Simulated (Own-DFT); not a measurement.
# Point defects and the pressure they add: zincblende InP

Source: density functional calculations with Own-DFT, an unreviewed in-house program that is no longer used. Nothing was measured or relaxed, and spin and spin-orbit coupling are left out.

Settings: PBE; PseudoDojo norm-conserving scalar-relativistic files; cutoff 36 hartree; 2 x 3 x 3 k mesh centred on Gamma; Fermi-Dirac smearing of 0.1 eV.

Keep in mind (not all hold for every row): not probed for a lower state with spin; forces on such cells failed a check on a denser k mesh; forces not confirmed at this smearing and k mesh; stress not checked against mesh or cutoff.

All runs share one cell, with vectors in Å (17.606, 0.000, 0.000); (0.000, 11.737, 0.000); (0.000, 0.000, 11.737) and a volume of 2425.5 Å³. u is the rms random offset of the atoms per axis. The defect's site can differ from row to row.

```
                                      cell  formula   u (Å)  P (GPa)
                                 no defect  In48P48  0.0200     3.21
                                 no defect  In48P48  0.0504     3.57
                                 no defect  In48P48  0.0520     3.60
                  two P on an In site each  In46P50  0.0326     3.03
                  two P on an In site each  In46P50  0.0466     3.18
                  two P on an In site each  In46P50  0.0520     3.27
                           two P vacancies  In48P46  0.0474        ?
                           two P vacancies  In48P46  0.0485     3.28
                           two P vacancies  In48P46  0.0506     3.35
                           two P vacancies  In48P46  0.0506     3.34
one In on a P site and one P on an In site  In48P48  0.0283     3.50
one In on a P site and one P on an In site  In48P48  0.0301     3.53
one In on a P site and one P on an In site  In48P48  0.0508     3.84
```

## Working it out

P = P0 + c u² + a shift for each defect gives P0 = 3.14 GPa, c = 171 ± 8 GPa/Å² and a scatter of 0.02 GPa. The shifts, and each times the cell's volume:

- one In on a P site and one P on an In site: 0.24 ± 0.02 GPa, 3.7 eV
- two P vacancies: -0.24 ± 0.02 GPa, -3.6 eV (-1.8 eV for each of its 2 sites)
- two P on an In site each: -0.32 ± 0.02 GPa, -4.8 eV (-2.4 eV for each of its 2 sites)

Against the defect-free cell, a freed cell would be larger where the shift is positive and smaller where it is negative (160.2 GPa Å³ is 1 eV). The atoms around the defects weren't relaxed, which would change these numbers.

## Prediction

Q: what pressure belongs in the blank (two P vacancies, u = 0.0474 Å)?

From the fit: 3.28 ± 0.02 GPa. The hidden result is 3.31 GPa.
